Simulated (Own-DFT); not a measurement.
# One host, several defects: rock-salt HfC

The numbers are computed, not measured, by runs of the plane-wave DFT program Own-DFT (in-house, retired, unreviewed) at fixed positions, with no spin and no spin-orbit coupling.

Common settings: PBE; PseudoDojo norm-conserving scalar-relativistic files; cutoff 42 hartree; 4 x 4 x 4 k mesh centred on Gamma; cold (Marzari-Vanderbilt) smearing of 0.2 eV.

Caveats: hafnium file: forces about 75 meV/angstrom off all-electron values; forces on such cells failed a check on a denser k mesh; stress not checked against mesh or cutoff.

All runs share one cell, with vectors in Å (3.784, -5.351, 6.554); (-3.784, 5.351, 6.554); (-7.568, -5.351, 0.000) and a volume of 796.2 Å³. The atoms are randomly displaced, by u rms on each axis. The defect's site can differ from row to row.

| cell | formula | u (Å) | P (GPa) |
|---|---|---|---|
| no defect | C32Hf32 | 0.0204 | 3.15 |
| no defect | C32Hf32 | 0.0499 | 4.83 |
| no defect | C32Hf32 | 0.0542 | 5.05 |
| one Hf vacancy | C32Hf31 | 0.0485 | 3.71 |
| one Hf vacancy | C32Hf31 | 0.0502 | 4.08 |
| one Hf vacancy | C32Hf31 | 0.0521 | 4.11 |
| one C vacancy | C31Hf32 | 0.0292 | 2.96 |
| one C vacancy | C31Hf32 | 0.0295 | 2.88 |
| one C vacancy | C31Hf32 | 0.0480 | 4.13 |
| one C vacancy | C31Hf32 | 0.0514 | ? |

## Analysis

P = P0 + c u² + a shift for each defect gives P0 = 2.80 GPa, c = 792 ± 42 GPa/Å² and a scatter of 0.09 GPa. The shifts, and each times the cell's volume:

- one C vacancy: -0.54 ± 0.08 GPa, -2.7 eV
- one Hf vacancy: -0.84 ± 0.08 GPa, -4.2 eV

Against the defect-free cell, a freed cell would be larger where the shift is positive and smaller where it is negative (160.2 GPa Å³ is 1 eV). The atoms around the defects weren't relaxed, which would change these numbers.

## The run left out

The question: what pressure belongs in the blank (one C vacancy, u = 0.0514 Å)?

From the fit: 4.35 ± 0.12 GPa. The run itself gave 4.45 GPa.
